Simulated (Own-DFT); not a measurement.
# Strain and stress in C40 NbSi2, 36 atoms (Nb12Si24)

All numbers below are calculated, not measured. The program, named Own-DFT, is a retired in-house plane-wave density functional code that no person has reviewed. Each row is one single-point run on a periodic cell that was not relaxed, without spin or spin-orbit coupling.

Settings of every run: PBE; PseudoDojo norm-conserving scalar-relativistic files; cutoff 42 hartree; 4 x 4 x 5 k mesh centred on Gamma; cold (Marzari-Vanderbilt) smearing of 0.2 eV.

Known limits: forces on such cells failed a check on a denser k mesh; stress not checked against mesh or cutoff.

Unstrained cell vectors in Å: (0.000, 8.324, 0.000); (-9.613, 0.000, 0.000); (0.000, 0.000, 6.586). The unstrained cell was taken from the Materials Project. The random moves and any unrelaxed bonds add to the pressure at no strain. Each run strains this cell uniformly, with the atoms carried along. Every atom was also moved at random, by a Gaussian of width 0.05 Å on each axis. Strain is the symmetric tensor, in per cent. Stress is positive in tension, and the pressure is minus a third of its trace.

```
run,e_xx (%),e_yy (%),e_zz (%),e_yz (%),e_xz (%),e_xy (%),s_xx (GPa),s_yy (GPa),s_zz (GPa),s_yz (GPa),s_xz (GPa),s_xy (GPa),P (GPa),E (meV/atom)
1,1.33,-1.12,-1.69,1.01,-0.67,-0.16,0.39,-6.61,-11.69,3.37,-1.64,-1.04,5.97,15.2
2,-0.30,-0.81,0.29,0.80,-0.04,-0.44,-3.98,-6.13,-3.58,2.76,-0.09,-1.64,4.57,24.7
3,-0.87,-0.72,1.32,-1.34,-1.75,-1.00,-5.34,-4.25,0.56,-3.83,-6.02,-3.24,3.01,17.6
4,1.94,1.70,1.77,-1.31,-1.09,-1.82,6.26,5.25,5.77,-3.93,-2.62,-4.45,-5.76,28.7
5,0.48,1.57,-1.70,-1.49,0.25,-1.17,-0.96,1.51,-10.26,-4.58,0.24,-3.18,3.24,26.9
6,-0.58,-0.60,-0.63,1.34,-1.60,1.67,-6.26,-5.50,-7.78,3.99,-5.47,5.52,6.51,26.7
7,-0.55,-1.38,-0.07,-0.32,0.19,-0.80,-5.76,-8.30,-6.07,-1.29,-0.46,-2.77,6.71,23.2
8,1.85,-0.79,-0.50,0.27,-0.65,0.45,2.92,-3.83,-5.44,0.78,-1.63,1.12,2.12,11.2
9,1.82,0.36,1.47,0.89,1.64,-0.13,4.60,1.32,3.49,2.30,4.41,-0.37,-3.14,21.2
10,-1.45,-0.79,0.38,1.80,0.59,0.42,-8.66,-5.87,-3.35,5.03,1.79,1.77,5.96,14.3
11,-1.83,1.94,-0.54,-1.00,-1.35,0.30,-8.23,2.17,-7.31,-3.29,-4.55,0.98,4.45,37.9
12,0.06,-0.21,1.12,0.18,0.06,0.59,-1.63,-1.73,1.74,0.44,0.10,1.49,0.54,0.0
13,0.34,1.85,1.62,0.00,-0.48,0.16,1.11,5.57,4.80,0.16,-1.25,0.69,-3.83,5.3
14,0.12,1.75,0.43,0.78,1.59,0.26,0.09,3.81,0.06,2.21,4.71,0.26,-1.32,4.0
15,1.86,1.63,-1.79,-0.39,-0.99,0.78,3.11,3.15,-10.17,-0.43,-3.05,2.63,1.30,33.0
16,1.75,-1.41,0.94,-0.37,-1.55,-1.21,?,?,?,?,?,?,?,?
```

E is the free energy for each atom above the lowest run shown.

## Worked fit

Each stress component was fitted by least squares to a constant and the strains of the runs shown, as fractions, with shears doubled. Shear strains stay in the fit of a normal stress only where such slopes are resolved. The slopes, in GPa:

| stress | at no strain | per e_xx | per e_yy | per e_zz | scatter |
|---|---|---|---|---|---|
| s_xx | -2.8 | 351 ± 10 | 74 ± 10 | 71 ± 10 | 0.45 |
| s_yy | -2.6 | 76 ± 11 | 338 ± 10 | 79 ± 11 | 0.49 |
| s_zz | -4.1 | 64 ± 13 | 63 ± 12 | 454 ± 13 | 0.58 |

Each shear stress against twice its own strain: yz 155 ± 8, xz 137 ± 7, xy 140 ± 12 GPa. These are stiffnesses along x, y and z of the frame in which the cell vectors are given, which need not be the crystal's axes. The atoms are held to the strained lattice; where symmetry lets them move under strain, relaxing them would lower some slopes. The table should be nearly symmetric about its diagonal, and what it lacks of that shows the noise. A ninth of its sum, 174 ± 6 GPa, estimates the bulk modulus near the mean pressure of these runs, 2.0 GPa, so it lies above the value at zero pressure.

## Withheld run

Question: what normal stresses and pressure should run 16 give?

The fit gives s_xx = 3.0, s_yy = -5.3, s_zz = 0.4 and P = 0.6 GPa. The calculation gave 3.54, -5.88, 1.03 and P = 0.44 GPa.
